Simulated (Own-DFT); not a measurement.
GaP (zincblende, atoms displaced) (calculated)

All values are calculated (Own-DFT development build). A calculation, not a measurement: plane-wave PBE density functional theory by an unreviewed code, no spin, of a simulated periodic cell, stress positive in tension, free energy of the whole cell less one offset for each atom, forces on such cells passed a denser k mesh, this cell's mesh not checked; offsets are fitted by least squares, one for each functional and potential file, so energies compare only between cells with the same atoms and settings and are not formation energies; the far tail of each file's local potential was reset to the Coulomb form; each entry is a single point on an unrelaxed cell, so the pressure reflects the starting lattice, mostly measured values (interpolated for alloys), from which strain is counted, and rises with the displacements; printed positions are rounded, which can move forces by about a meV/angstrom; the program, named Own-DFT, is a retired in-house code; no spin-orbit coupling; before rounding, a Quantum ESPRESSO 7.3.1 run of the same cell and cutoff gave forces within 1 meV/angstrom rms on each cell, which checks the program and not the settings.

Settings shared by all entries: functional PBE; potential files PseudoDojo norm-conserving, scalar-relativistic, standard set; wave cutoff 42 hartree; occupations Fermi-Dirac; smearing width 0.1 eV; k mesh 2 x 3 x 3 centred on Gamma.

(1) 
```xyz
96
Lattice="16.3515 0.0000 0.0000 0.0000 10.9010 0.0000 0.0000 0.0000 10.9010" Properties=species:S:1:pos:R:3:force_x:R:1:force_y:R:1:force_z:R:1 formula=GaP free_energy_of_cell_above_offsets=-38.335 pressure=5.04 stress_xx=-5.16 stress_yy=-5.02 stress_zz=-4.94 stress_yz=0.67 stress_xz=-0.32 stress_xy=-0.43
Ga    16.1532    10.8787    10.8131      2.894     -0.497      0.671
Ga    16.3121     2.5543     2.5883     -0.362      0.954     -0.239
Ga     2.6297    10.8753     2.7942      0.772      0.909     -0.879
Ga     2.6246     2.7868     0.0612      2.217      1.378     -1.818
P      1.4680     1.4085     1.1761     -2.217     -2.293      1.919
P      1.2296     3.9943     4.0335      0.515     -0.157     -0.899
P      4.1731     1.3868     3.9743      -1.19     -0.868       1.02
P      4.1837     4.2154     1.1961      -2.73     -2.047      2.554
Ga     0.1043     0.0242     5.3826      -2.56      -0.57     -0.452
Ga    16.3375     2.7659     7.9666      1.511     -1.599      2.707
Ga     2.7628    10.8065     7.9329     -1.008      1.642      2.369
Ga     2.6732     2.6363     5.2931     -0.005      0.184       0.02
P      1.3158     1.2975     6.7246       0.84      1.013      0.658
P      1.5012     4.2156     9.4881     -1.926     -2.172      0.432
P      4.0652     1.2912     9.6430     -3.027     -0.209     -0.699
P      3.9081     4.0909     6.6093      1.404     -0.258      1.552
Ga     0.1525     5.4396     0.0126     -1.513      0.175      0.003
Ga    16.2360     8.1812     2.6078      1.002      0.692      0.858
Ga     2.5552     5.4452     2.5565      4.169     -3.394      3.823
Ga     2.7006     8.1328    10.7093      0.392     -0.056      1.255
P      1.3544     6.7039     1.5873     -2.828      4.222     -4.485
P      1.4357     9.5588     4.1647     -1.037     -1.251     -0.694
P      4.1106     6.7318     4.1250     -1.628      1.471     -1.407
P      4.0209     9.5451     1.4745     -0.766       0.36     -2.198
Ga     0.1518     5.5147     5.4024     -0.958     -0.508     -0.213
Ga    16.3304     8.2248     8.1948     -0.422     -1.086     -0.981
Ga     2.7374     5.4854     8.2352      0.227     -0.745     -2.638
Ga     2.8171     8.3839     5.6151     -1.362     -3.205     -2.143
P      1.4641     6.7353     6.7804     -0.393      1.889      0.617
P      1.3590     9.5610     9.4078       -0.1      0.367      0.725
P      4.1026     6.6814     9.3830      1.748      1.505      1.786
P      4.0991     9.6657     6.6879       2.43     -0.874      1.723
Ga     5.3833     0.0938    10.8995     -0.306     -2.394      0.344
Ga     5.3613     2.7552     2.7009      1.445      0.853       -0.9
Ga     8.0723    10.8927     2.6604      0.383      0.134     -0.516
Ga     8.1858     2.8794    10.8229      1.884     -2.472      1.804
P      6.6748     1.3601     1.1884      2.108      1.476      1.806
P      6.9946     4.0231     4.0567     -2.759     -1.745       1.48
P      9.5565     1.3300     4.0030     -0.459     -0.091     -0.055
P      9.6056     4.0770     1.4193     -1.668      0.938     -0.677
Ga     5.4493     0.0685     5.5174      1.012      0.408     -1.698
Ga     5.2446     2.5549     8.3504      1.614      1.443     -2.544
Ga     8.1120    10.6727     8.1471      1.285      0.303       0.47
Ga     8.3121     2.6409     5.4734     -1.375     -1.122     -0.635
P      6.9039     1.1749     6.8680     -0.773      2.056     -0.174
P      6.9012     3.8771     9.4879     -2.102      2.894     -1.653
P      9.6220     1.3884     9.4573      -1.73     -1.182      0.861
P      9.4973     3.9987     6.7326      3.073     -0.168      0.028
Ga     5.5395     5.3859     0.1014      2.263      2.031     -2.519
Ga     5.3444     8.2153     2.6505      0.174      -0.44      1.777
Ga     8.0007     5.3658     2.7689      1.965      1.958     -1.854
Ga     8.3412     8.2463     0.0963     -1.561     -0.307     -1.072
P      6.7931     7.0155     1.4030      0.745     -1.823     -0.576
P      6.7729     9.5626     4.0489     -0.245      -0.32      0.138
P      9.5453     6.6563     4.1295     -0.848      1.602     -2.089
P      9.7142     9.4684     1.3491      -1.45      2.509     -0.322
Ga     5.4658     5.4585     5.2980      0.741     -1.237      0.899
Ga     5.5116     8.0528     8.0520     -0.063      0.919       0.46
Ga     8.4283     5.2439     8.1053      -2.42      1.797      1.299
Ga     8.1002     8.0308     5.3175       1.53      1.991     -1.428
P      6.8585     6.8825     6.5834     -1.204     -2.657      2.574
P      6.7266     9.5635     9.6065      0.258     -1.237     -0.007
P      9.4837     6.8597     9.4979      0.804     -0.476     -0.249
P      9.5156     9.3587     6.7219      -0.14      0.236      0.401
Ga    10.9782     0.0170    10.8067     -1.242      1.722      1.652
Ga    10.8834     2.7485     2.6740     -1.024     -0.978      0.444
Ga    13.4434    10.8001     2.6594      0.366      2.419     -0.345
Ga    13.6444     2.8183     0.0184     -1.384     -1.766     -1.123
P     12.1959     1.4874     1.4154      1.001      -1.45     -1.688
P     12.1860     3.9375     3.9626      1.732      2.374      2.305
P     14.9131     1.2801     3.9034      0.229      0.154      1.696
P     14.8610     4.0779     1.2440       2.72      1.262      1.629
Ga    10.7550    10.8940     5.4995     -0.109     -0.599     -1.022
Ga    11.0142     2.6396     8.2664      0.219      1.112     -0.941
Ga    13.5680    10.8747     8.2995     -1.209     -0.842     -1.674
Ga    13.6598     2.7553     5.5755     -0.782     -1.278     -1.788
P     12.1433     1.2432     6.7379       1.72      1.144      1.268
P     12.2376     4.1924     9.6452       -0.2     -0.548     -1.001
P     14.8953     1.1829     9.5732     -0.091      3.527     -1.139
P     15.0089     4.0306     6.8827     -0.861      2.287     -1.755
Ga    10.8313     5.5434     0.1012      0.242      0.373     -0.469
Ga    10.8543     8.2031     2.6864      1.396     -1.209      1.834
Ga    13.6345     5.4958     2.7336     -0.534     -0.533     -0.228
Ga    13.6361     8.2025    10.8514      0.741       0.54      -0.12
P     12.3434     6.9317     1.3130     -0.702     -0.777      1.023
P     12.2510     9.7027     4.0476     -1.263     -2.751      1.876
P     15.0479     6.8661     4.0427     -0.467      -0.71       0.79
P     15.0010     9.7628     1.4782     -0.047     -2.186     -1.314
Ga    10.8786     5.5458     5.4410      1.541      -1.41      1.028
Ga    11.0434     8.2170     8.1294     -2.328      0.334      0.941
Ga    13.5360     5.3764     8.0743      0.296      0.616      1.137
Ga    13.7972     8.1982     5.5190     -2.459     -1.397     -3.262
P     12.3717     7.0318     6.9059      0.169     -2.768     -1.932
P     12.1252     9.5467     9.6038      2.091     -0.797     -0.775
P     14.9745     6.7856     9.5001      0.492      -0.14      0.294
P     14.7995     9.4397     6.8050      3.477       3.42      2.342
```

Units: free_energy_of_cell_above_offsets in eV; pressure, stress_xx, stress_yy, stress_zz, stress_yz, stress_xz, stress_xy in GPa; force_x, force_y, force_z in eV/Å.

(2) 
```xyz
96
Lattice="16.3515 0.0000 0.0000 0.0000 10.9010 0.0000 0.0000 0.0000 10.9010" Properties=species:S:1:pos:R:3:force_x:R:1:force_y:R:1:force_z:R:1 formula=GaP free_energy_of_cell_above_offsets=-37.507 pressure=5.08 stress_xx=-4.78 stress_yy=-5.21 stress_zz=-5.26 stress_yz=0.25 stress_xz=-0.27 stress_xy=0.28
Ga     0.0579     0.0509     0.0326     -0.049     -0.411      0.312
Ga    16.3293     2.6909     2.6258      -0.35     -0.152      0.495
Ga     2.7181    10.7290     2.8366      -0.67      1.537     -0.561
Ga     2.7484     2.8102    10.8047      0.126      0.212      1.667
P      1.4109     1.4943     1.2996      0.223     -1.638      0.684
P      1.1617     4.0179     4.1274      1.959      0.634     -0.435
P      3.9237     1.4431     4.0238      1.332     -0.548      0.331
P      3.9151     4.1511     1.4455      2.327     -0.418     -0.898
Ga    16.3398    10.8196     5.3327      0.166      3.423      0.692
Ga    16.1587     2.7901     8.1660      2.417     -2.123      1.936
Ga     2.7081    10.8960     8.1343      0.146      0.701     -0.069
Ga     2.8058     2.8180     5.4823      -1.47     -0.329     -0.576
P      1.4277     1.4669     6.8510     -1.046     -0.542     -0.635
P      1.3672     4.0120     9.5734     -0.997      1.793     -1.666
P      3.8945     1.2958     9.6770      2.147     -0.154     -1.336
P      4.2334     4.0226     6.7553     -3.486     -0.422      1.656
Ga    16.3126     5.5331    10.8265        0.6     -1.745      1.012
Ga     0.1136     8.2478     2.7924     -2.118     -2.161     -2.176
Ga     2.7607     5.6217     2.6896     -0.534     -1.441      1.318
Ga     2.5505     8.0286    10.8381      2.012      2.399      -1.32
P      1.4515     6.7717     1.2903     -2.504      0.255      1.456
P      1.1964     9.4836     4.1539       3.36      0.284     -0.213
P      4.2002     6.7701     4.0918      -1.12      1.062      0.007
P      4.2023     9.6890     1.4444     -1.612     -2.228     -0.087
Ga     0.0157     5.5481     5.3055     -0.091     -0.821      1.459
Ga     0.0470     8.1495     8.2049     -1.264      0.434     -0.815
Ga     2.7247     5.5619     8.0753      0.224     -0.641      0.819
Ga     2.7013     8.1508     5.4260      1.622      0.925     -0.095
P      1.2964     6.9914     6.7038      0.349     -1.981      0.777
P      1.2701     9.6192     9.3389      0.613     -0.569      2.248
P      4.2788     6.7475     9.7812     -4.077      3.171     -4.278
P      4.2356     9.5821     7.0143     -2.107      0.899     -2.878
Ga     5.4404    10.7700    10.8837      0.824      2.332      -0.16
Ga     5.5399     2.8096     2.7457     -1.062     -0.789     -0.818
Ga     8.3916    10.8170     2.5765     -2.151      0.541      1.116
Ga     8.2372     2.6124     0.0987       1.47      2.482     -1.933
P      6.9985     1.4397     1.3547     -2.637       -2.2      1.207
P      6.8430     4.1091     4.0385     -0.184      0.705      1.232
P      9.5140     1.2980     3.9621      0.675      1.016      1.281
P      9.7742     4.1549     1.4035     -0.766     -1.311       -0.9
Ga     5.4124     0.1001     5.4527      -0.98      0.468     -0.121
Ga     5.3670     2.8854     8.2164      0.808     -2.779      0.909
Ga     7.9933    10.8094     8.1631      1.994      2.667     -1.259
Ga     8.2047     2.7649     5.4450      0.555     -0.272     -0.138
P      6.8176     1.3586     6.7461     -0.426      0.947      0.914
P      6.7358     4.1575     9.4476      1.414      0.217      1.533
P      9.4464     1.4195     9.4134      0.603     -0.921      0.789
P      9.7688     4.0334     6.8865     -2.877      1.878     -2.384
Ga     5.6105     5.7040    10.8972      0.793      -4.62      1.302
Ga     5.4701     8.2490     2.7480      0.815      -0.47     -0.205
Ga     8.2450     5.2861     2.6002      0.492      1.424      1.383
Ga     8.1449     8.2330    10.8363      1.108     -0.746      0.009
P      6.9515     6.7515     1.2847      0.648      1.909      2.146
P      6.6965     9.6375     4.1747      1.606     -0.681     -1.097
P      9.6261     6.9127     4.2580     -0.691     -0.291     -1.611
P      9.6455     9.4840     1.3289     -3.102     -1.924      0.128
Ga     5.2067     5.3975     5.5867      3.891      2.109     -2.269
Ga     5.4411     8.2739     8.1853      1.754      -2.76      1.459
Ga     8.2915     5.4793     8.1627      0.148     -0.982       0.23
Ga     8.0382     8.1744     5.5337      1.049      0.774      -0.72
P      6.9209     6.6721     6.7776     -1.995      0.652       0.59
P      6.8851     9.6210     9.5094     -1.814      -1.86      1.442
P      9.6620     6.7771     9.5458     -1.303      0.673     -0.073
P      9.4761     9.6266     6.8975     -0.118     -1.516     -0.291
Ga    10.8089    10.7690     0.1910       1.46      2.474     -3.754
Ga    11.0411     2.6922     2.7417      -0.62      0.671      0.957
Ga    13.7947    10.8120     2.7738     -2.522     -0.183     -0.174
Ga    13.3910     2.6479    10.7976      1.239     -0.488      1.491
P     12.1189     1.2977     1.3665      2.068     -0.519      0.021
P     12.3684     4.1659     4.1360      0.005     -1.951      0.255
P     14.9172     1.3585     4.0480      1.369       0.51      0.439
P     14.9687     4.0430     1.3628     -0.948      0.918      -0.72
Ga    10.7870    10.8740     5.4846      0.106      0.501     -0.552
Ga    10.9248     2.8562     8.1884      0.351     -3.191      0.642
Ga    13.7211     0.0349     8.2494     -1.707     -0.812     -1.011
Ga    13.6798     2.6609     5.5862     -0.484      0.693     -0.563
P     12.1572     1.3822     6.7507      0.799     -0.391      1.271
P     12.2657     4.0059     9.4650      0.763      2.254      0.467
P     14.9595     1.3047     9.6432      0.144      0.958     -0.344
P     15.0193     4.1002     6.9712     -0.131      0.801      -3.49
Ga    10.9947     5.4698    10.8386      0.575     -0.127      0.744
Ga    10.9646     8.2772     2.5503     -0.029     -0.547      3.447
Ga    13.6445     5.4941     2.8527      0.167     -0.378     -1.339
Ga    13.8255     8.1416    10.7253     -3.224       0.67      1.336
P     12.1825     6.7927     1.5621      2.158     -0.854     -2.546
P     12.1842     9.5249     4.2056      1.303     -0.258     -0.792
P     14.9102     6.8113     4.1971      0.995      0.946     -1.368
P     14.9150     9.4705     1.2916        1.9      0.366      0.561
Ga    11.0287     5.4318     5.4501     -1.209          0     -0.343
Ga    10.8998     8.0767     8.0859      -0.46      0.361     -0.304
Ga    13.7309     5.4201     8.1115      -1.96      0.543      1.003
Ga    13.8499     8.2405     5.5679     -3.029     -0.735     -0.683
P     12.2602     6.7164     6.8065      1.732      1.216      0.357
P     12.0859     9.3915     9.5203      2.027      1.104      0.492
P     14.9909     6.7839     9.5106      0.853     -0.397     -1.434
P     15.0942     9.6336     6.6605     -0.363     -0.236      3.415
```

Units: free_energy_of_cell_above_offsets in eV; pressure, stress_xx, stress_yy, stress_zz, stress_yz, stress_xz, stress_xy in GPa; force_x, force_y, force_z in eV/Å.

(3) 
```xyz
96
Lattice="16.3515 0.0000 0.0000 0.0000 10.9010 0.0000 0.0000 0.0000 10.9010" Properties=species:S:1:pos:R:3:force_x:R:1:force_y:R:1:force_z:R:1 formula=GaP free_energy_of_cell_above_offsets=-37.516 pressure=5.25 stress_xx=-5.21 stress_yy=-5.25 stress_zz=-5.28 stress_yz=0.01 stress_xz=-0.16 stress_xy=0.34
Ga     0.0696    10.9000    10.8751     -0.136      0.815      0.856
Ga     0.0821     2.6318     2.7010     -2.246     -0.421     -0.743
Ga     2.7357     0.0511     2.8106     -0.485      -1.28     -1.269
Ga     2.9690     2.6751     0.1923       -0.5      1.525      -2.49
P      1.5626     1.5495     1.3487     -2.154     -2.823      0.898
P      1.2181     4.0115     3.9221      2.585       1.83      1.962
P      4.0823     1.2812     4.0741      0.866      1.209       2.01
P      4.0536     4.1404     1.4608        1.4      0.573     -0.959
Ga    16.3351    10.7305     5.5834      0.272      1.583      0.296
Ga    16.2469     2.7705     8.1505      0.633     -2.802       1.63
Ga     2.5765    10.8560     8.1317      2.073     -1.245      1.237
Ga     2.8366     2.8997     5.5887       -1.1     -1.208     -0.935
P      1.3922     1.3265     6.9700     -1.333      1.319     -2.079
P      1.2568     4.0567     9.3527      1.574      0.917      2.345
P      4.0565     1.4393     9.5622     -0.366     -2.371      0.175
P      4.1493     4.2257     7.0000      1.538     -1.131     -2.869
Ga    16.1412     5.2823     0.0536      4.039      3.004     -2.816
Ga    16.2846     8.3531     2.7234      0.181         -1      1.716
Ga     2.7164     5.4328     2.6389     -1.553      1.453      1.166
Ga     2.8627     8.0711    10.8301     -1.303     -0.339      0.191
P      1.2133     7.0010     1.4177      1.277      -2.12     -0.932
P      1.3659     9.5498     4.2167     -0.854      1.046     -2.252
P      4.1514     6.7384     4.1497     -1.026     -0.182     -0.203
P      4.0562     9.4499     1.2207      0.273      0.201      2.802
Ga     0.2295     5.4809     5.4502     -1.288     -0.094     -0.483
Ga     0.0284     8.0791     8.1614      -0.02      1.953      0.777
Ga     2.7813     5.4397     8.0706     -1.796      1.285      2.432
Ga     2.5671     8.1800     5.3839      2.304     -1.136      0.908
P      1.3914     6.8764     6.8920      1.001     -0.674     -1.023
P      1.4307     9.5447     9.7112      -0.01     -0.975     -1.967
P      4.2730     6.7346     9.5521     -2.635      1.575     -2.501
P      4.1039     9.4236     6.7288      0.494      0.933      0.992
Ga     5.3813    10.7922     0.0190      0.621      1.181     -0.667
Ga     5.2804     2.6969     2.7324      1.991     -0.373     -0.112
Ga     8.1656    10.8365     2.8279      0.223      1.071     -0.945
Ga     8.0755     2.7735    10.8621      0.919     -0.258     -0.143
P      6.8908     1.3415     1.1732      -1.58     -0.734      2.389
P      6.7956     4.1588     4.3192      1.788      -4.01     -4.748
P      9.5363     1.3834     4.1014      0.008       0.11      0.468
P      9.5418     3.9065     1.2790     -0.525      1.768      0.907
Ga     5.6591     0.1472     5.5586     -1.264      -1.81     -1.061
Ga     5.2512     2.6407     8.1728      2.184      0.391      0.125
Ga     8.1310     0.1381     8.1929      1.637     -2.335      1.224
Ga     8.1241     2.8576     5.5073      1.224     -1.837     -0.475
P      6.9694     1.4036     6.8898     -2.034      1.672     -0.522
P      6.8353     3.9874     9.4743     -1.942      0.997      0.134
P      9.5048     1.3833     9.6258      0.202      0.638     -1.321
P      9.4424     4.1243     6.7902      1.598     -0.091      0.529
Ga     5.3080     5.5802     0.0300      3.038     -2.564      2.168
Ga     5.5808     7.9525     2.7786     -2.042      2.436      0.955
Ga     8.0689     5.4910     2.9619      1.078     -0.209     -1.618
Ga     8.1587     8.2869     0.0568      0.859     -1.613     -0.293
P      6.8588     6.9196     1.4332      0.938     -2.498     -1.571
P      6.8412     9.4997     4.0568     -0.412      -0.37       1.45
P      9.6197     6.7169     4.1533     -0.561      1.234     -0.495
P      9.4748     9.4857     1.4125      1.055      1.534     -0.394
Ga     5.6005     5.3299     5.3606      -3.85      4.313      4.173
Ga     5.6530     8.1047     8.2392     -0.774      0.789     -0.518
Ga     8.0769     5.3482     8.1327      0.357      0.336      0.557
Ga     8.2981     8.1540     5.5879     -2.069     -1.903     -3.228
P      6.9340     6.8069     6.8477     -1.151     -0.434     -0.859
P      6.8930     9.5221     9.6398     -0.957      1.113       -1.5
P      9.4337     6.7397     9.4374     -0.356     -0.484      2.051
P      9.4640     9.3826     6.7535      2.039      3.211       3.31
Ga    10.9013     0.1872     0.0350     -0.373     -2.502     -0.653
Ga    10.9613     2.7483     2.6752     -1.181     -1.129      0.007
Ga    13.6871    10.7961     2.7045     -0.468      0.221      0.939
Ga    13.4510     2.8478     0.0841      0.228     -1.936     -0.744
P     12.2199     1.3000     1.3828      1.539      0.783      1.107
P     12.1164     4.1832     3.9258      1.708     -0.829      1.575
P     15.0328     1.3669     4.2628      0.778     -1.443     -2.259
P     14.8590     4.1822     1.1776       -1.6     -2.411      4.628
Ga    10.8718    10.7765     5.5354     -0.163      0.525     -0.696
Ga    10.8853     2.8716     8.2021     -0.358     -1.503     -0.413
Ga    13.7719    10.7089     8.0662     -1.751      2.041      1.948
Ga    13.5941     2.6290     5.3796     -1.051      1.396       0.82
P     12.2269     1.2521     6.8425      0.325      0.742      0.327
P     12.3159     4.0774     9.4750      0.254      1.364     -0.599
P     14.9273     1.2685     9.6328     -0.115      0.866     -0.759
P     15.2366     4.0002     6.7488     -2.831      1.771     -1.815
Ga    10.8862     5.3662    10.8586     -0.193       0.37     -0.028
Ga    10.8593     8.1587     2.6065      0.833     -0.769      1.085
Ga    13.5189     5.5680     2.7359      1.629     -0.424       0.84
Ga    13.7524     8.2975    10.8057     -0.779     -2.324      0.189
P     12.3196     6.7481     1.3335     -0.973      1.675     -1.534
P     12.2414     9.3992     4.2115      0.121      0.624     -1.454
P     14.9147     6.9285     4.2860      2.045     -1.982     -2.415
P     15.0112     9.4507     1.2814      0.361      2.237       0.68
Ga    10.9024     5.3794     5.4664      0.565      0.644      0.722
Ga    10.7717     8.0736     8.2913      1.357      1.026     -0.766
Ga    13.8613     5.5602     8.0472     -0.716      -0.61      0.075
Ga    13.6866     8.1337     5.5611     -2.296      0.258     -1.121
P     12.3022     6.9509     6.8201     -1.089      -2.14      0.807
P     12.3724     9.4548     9.5483     -2.092      1.399      -0.71
P     15.1193     6.8642     9.5386      -0.88     -0.739      0.507
P     14.8791     9.4110     6.7691      3.215      0.111      0.868
```

Units: free_energy_of_cell_above_offsets in eV; pressure, stress_xx, stress_yy, stress_zz, stress_yz, stress_xz, stress_xy in GPa; force_x, force_y, force_z in eV/Å.
